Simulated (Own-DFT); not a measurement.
# Computed records: AlGa3N4 (wurtzite random alloy, strained, atoms displaced)

Computed with Own-DFT development build. A calculation, not a measurement: plane-wave density functional theory by an unreviewed code, no spin, of a simulated periodic cell, stress positive in tension, run twice, with PBE and with PBEsol, both on files made for PBE, so the change isn't that of files made for PBEsol, forces on such cells passed a denser k mesh, this cell's mesh not checked; the far tail of each file's local potential was reset to the Coulomb form; each entry is a single point on an unrelaxed cell, so the pressure reflects the starting lattice, mostly measured values (interpolated for alloys), from which strain is counted, and rises with the displacements; printed positions are rounded, which can move forces by about a meV/angstrom; the program, named Own-DFT, is a retired in-house code; no spin-orbit coupling; stress was not checked against mesh or cutoff.

### AlGa3N4 (wurtzite random alloy, strained, atoms displaced)

```
AlGa3N4
1.0
      9.6519     0.0000     0.0000
     -4.8259     8.3588     0.0000
      0.0000     0.0000    10.2685
Al Ga N Ga Al N Al Ga N Al N Ga N Ga N Ga N Ga N Ga N Ga N Ga N Al Ga N Al N Ga N Ga Al N Ga N Ga N Ga N
1 1 2 1 1 2 1 1 2 2 2 2 2 2 2 2 2 2 2 2 2 2 2 2 2 1 1 2 2 2 2 2 1 1 2 2 2 2 2 2 2
Direct
  0.10935 0.21254 0.00889
  0.22565 0.10926 0.25978
  0.11931 0.23015 0.18678
  0.23357 0.11662 0.44069
  0.10703 0.22047 0.49657
  0.21838 0.10577 0.74886
  0.11061 0.21827 0.69500
  0.21946 0.11026 0.94095
  0.10899 0.54666 0.99766
  0.21881 0.45215 0.25373
  0.11569 0.55674 0.19539
  0.22356 0.45193 0.43473
  0.10668 0.55806 0.49632
  0.21619 0.44892 0.75496
  0.10806 0.55384 0.68430
  0.20833 0.42675 0.93498
  0.11343 0.89094 0.99803
  0.22944 0.78155 0.25174
  0.11281 0.88350 0.18828
  0.22674 0.78533 0.44450
  0.10692 0.88452 0.50115
  0.22734 0.77982 0.74450
  0.11245 0.87807 0.68568
  0.23329 0.78430 0.93363
  0.43502 0.21304 0.99823
  0.55815 0.11256 0.25134
  0.44654 0.22102 0.17853
  0.55905 0.11054 0.43594
  0.44024 0.21687 0.49427
  0.56413 0.11689 0.74290
  0.43842 0.22650 0.69275
  0.55520 0.11298 0.93671
  0.44115 0.55507 0.99518
  0.56617 0.45472 0.24850
  0.43929 0.55174 0.18094
  0.54788 0.43653 0.44086
  0.44973 0.56525 0.49622
  0.57334 0.44828 0.74997
  0.45076 0.55965 0.69734
  0.55554 0.44792 0.93535
  0.44218 0.88998 0.00109
  0.55219 0.78539 0.25517
  0.44073 0.88154 0.18863
  0.55995 0.78066 0.44868
  0.44686 0.87876 0.49851
  0.54840 0.76887 0.75465
  0.45036 0.89365 0.68696
  0.55290 0.77408 0.94346
  0.77354 0.21991 0.99769
  0.87991 0.11497 0.24771
  0.77525 0.22138 0.18744
  0.89762 0.11509 0.44482
  0.77502 0.21796 0.49419
  0.89256 0.11040 0.75042
  0.76988 0.23027 0.68037
  0.88063 0.10704 0.93955
  0.76330 0.55144 0.00355
  0.88713 0.44095 0.24982
  0.77764 0.54717 0.19369
  0.89472 0.44639 0.44172
  0.77536 0.55643 0.50039
  0.89211 0.44935 0.74744
  0.78280 0.55643 0.68785
  0.88312 0.44271 0.94099
  0.76653 0.88306 0.00047
  0.90083 0.78539 0.25534
  0.77515 0.89268 0.18513
  0.89110 0.77521 0.43840
  0.78081 0.89408 0.50765
  0.88773 0.77092 0.74627
  0.78068 0.88604 0.69241
  0.88930 0.77955 0.94130
```

Here we set functional PBE, then PBEsol, potential files PseudoDojo norm-conserving, scalar-relativistic, standard set, wave cutoff 42 hartree, occupations Fermi-Dirac, smearing width 0.1 eV and k mesh 4 x 4 x 3 centred on Gamma.

The calculation gives: PBE pressure 1.45 GPa; PBE stress xx -0.72 GPa; PBE stress yy 1.64 GPa; PBE stress zz -5.27 GPa; PBE stress yz 0.11 GPa; PBE stress xz -0.46 GPa; PBE stress xy -1.14 GPa; PBEsol pressure -3.21 GPa; PBEsol stress xx 3.95 GPa; PBEsol stress yy 6.25 GPa; PBEsol stress zz -0.56 GPa; PBEsol stress yz 0.1 GPa; PBEsol stress xz -0.45 GPa; PBEsol stress xy -1.05 GPa; rms change of force components from PBE to PBEsol 0.064 eV/Å.

Force:
```csv
force element,PBE force x (eV/Å),PBE force y (eV/Å),PBE force z (eV/Å),PBEsol force x (eV/Å),PBEsol force y (eV/Å),PBEsol force z (eV/Å)
Al,-0.781,0.367,-1.593,-0.771,0.35,-1.606
Ga,-0.185,0.635,-2.478,-0.169,0.631,-2.414
N,-1.215,-1.457,1.293,-1.113,-1.361,1.42
N,-2.438,-1.611,0.417,-2.376,-1.574,0.381
Ga,1.802,1.597,1.182,1.746,1.544,1.158
Al,0.229,0.437,0.234,0.228,0.395,0.232
N,0.476,0.893,-0.742,0.325,0.822,-0.805
N,-0.882,-0.194,-1.118,-0.718,-0.268,-1.009
Al,-0.422,0.65,0.308,-0.411,0.681,0.307
Ga,2.033,-1.121,-1.193,2.003,-1.09,-1.16
N,-2.402,0.074,-1.83,-2.22,0.127,-1.702
N,-0.389,0.032,2.06,-0.272,-0.024,1.947
Al,0.999,0.146,0.231,0.989,0.165,0.224
Al,1.356,-1,-1.221,1.355,-0.985,-1.24
N,1.131,0.062,-0.099,0.975,0.131,0.003
N,-0.456,1.038,0.81,-0.34,1.071,0.864
Ga,0,-0.797,-0.114,0.006,-0.764,-0.101
Ga,-0.933,-0.727,0.256,-0.912,-0.705,0.25
N,0.111,0.899,0.386,0.104,0.879,0.386
N,1.075,-1.159,-0.238,0.92,-1.073,-0.325
Ga,0.663,0.809,-0.183,0.662,0.768,-0.168
Ga,0.623,-0.269,0.3,0.59,-0.249,0.306
N,-1.275,1.871,0.862,-1.24,1.705,0.787
N,-1.266,-2.021,0.714,-1.229,-1.864,0.665
Ga,0.667,1.099,-1.094,0.657,1.054,-1.049
Ga,-0.903,-0.146,-1.114,-0.884,-0.13,-1.083
N,-0.083,0.031,2.541,-0.078,0.015,2.481
N,-0.365,-1.475,0.589,-0.347,-1.322,0.522
Ga,1.568,0.913,1.956,1.521,0.909,1.905
Ga,-1.912,-0.679,0.886,-1.864,-0.662,0.876
N,0.453,-0.921,-0.527,0.585,-0.816,-0.57
N,0.847,0.031,0.287,0.697,-0.042,0.237
Ga,-0.335,-0.921,-0.057,-0.304,-0.885,-0.032
Ga,-1.751,-1.397,-0.017,-1.703,-1.365,-0.018
N,0.432,0.88,1.72,0.42,0.861,1.678
N,0.437,1.44,-0.385,0.435,1.42,-0.389
Ga,-0.103,-2.199,1.408,-0.082,-2.144,1.371
Ga,-2.468,-0.891,-0.12,-2.411,-0.862,-0.107
N,-1.096,-1.698,-1.077,-0.977,-1.573,-1.083
N,-0.422,-0.928,0.538,-0.4,-0.889,0.52
Ga,0.843,0.383,-0.635,0.811,0.367,-0.628
Ga,1.744,-1.492,-0.82,1.704,-1.458,-0.823
N,-0.142,1.562,0.278,-0.138,1.522,0.275
N,-0.105,0.797,-1.345,0.048,0.68,-1.381
Al,-1.462,1.685,0.937,-1.466,1.695,0.915
Ga,0.311,1.723,-0.141,0.318,1.676,-0.13
N,0.272,-0.542,-0.893,0.26,-0.536,-0.733
N,-0.925,0.269,-0.537,-0.896,0.256,-0.539
Al,-0.033,0.151,-0.301,-0.053,0.143,-0.3
Al,2.031,-0.433,-0.099,2.034,-0.435,-0.072
N,0.707,0.71,-0.076,0.547,0.633,-0.033
N,-1.668,-1.117,-2.215,-1.627,-1.088,-2.046
Ga,0.247,1.059,0.5,0.227,1.049,0.519
Ga,-0.904,0.107,0.164,-0.861,0.082,0.166
N,2.295,-0.031,0.55,2.228,-0.039,0.535
N,0.389,0.842,0.848,0.407,0.696,0.734
Ga,1.675,0.776,-0.067,1.629,0.755,-0.068
Al,0.445,0.461,0.179,0.443,0.447,0.191
N,0.909,1.272,-0.033,0.723,1.309,-0.097
N,-0.541,-0.048,-1.298,-0.674,-0.14,-1.198
Ga,0.278,-0.948,-0.622,0.28,-0.926,-0.589
Ga,0.184,-0.744,0.553,0.155,-0.716,0.524
N,0.147,0.21,-0.48,0.133,0.204,-0.465
N,0.927,-0.119,0.369,0.797,-0.049,0.266
Ga,1.196,0.61,-0.526,1.161,0.586,-0.505
Ga,-1.283,-0.809,-1.547,-1.244,-0.801,-1.497
N,0.398,0.484,2.07,0.378,0.349,1.962
N,-0.912,0.537,0.763,-0.876,0.53,0.737
Ga,0.609,-0.282,-0.552,0.594,-0.282,-0.519
Ga,0.192,1.052,1.22,0.184,1.016,1.189
N,-0.512,0.095,0.205,-0.494,0.099,0.178
N,-0.129,-0.514,-0.225,-0.132,-0.506,-0.228
```
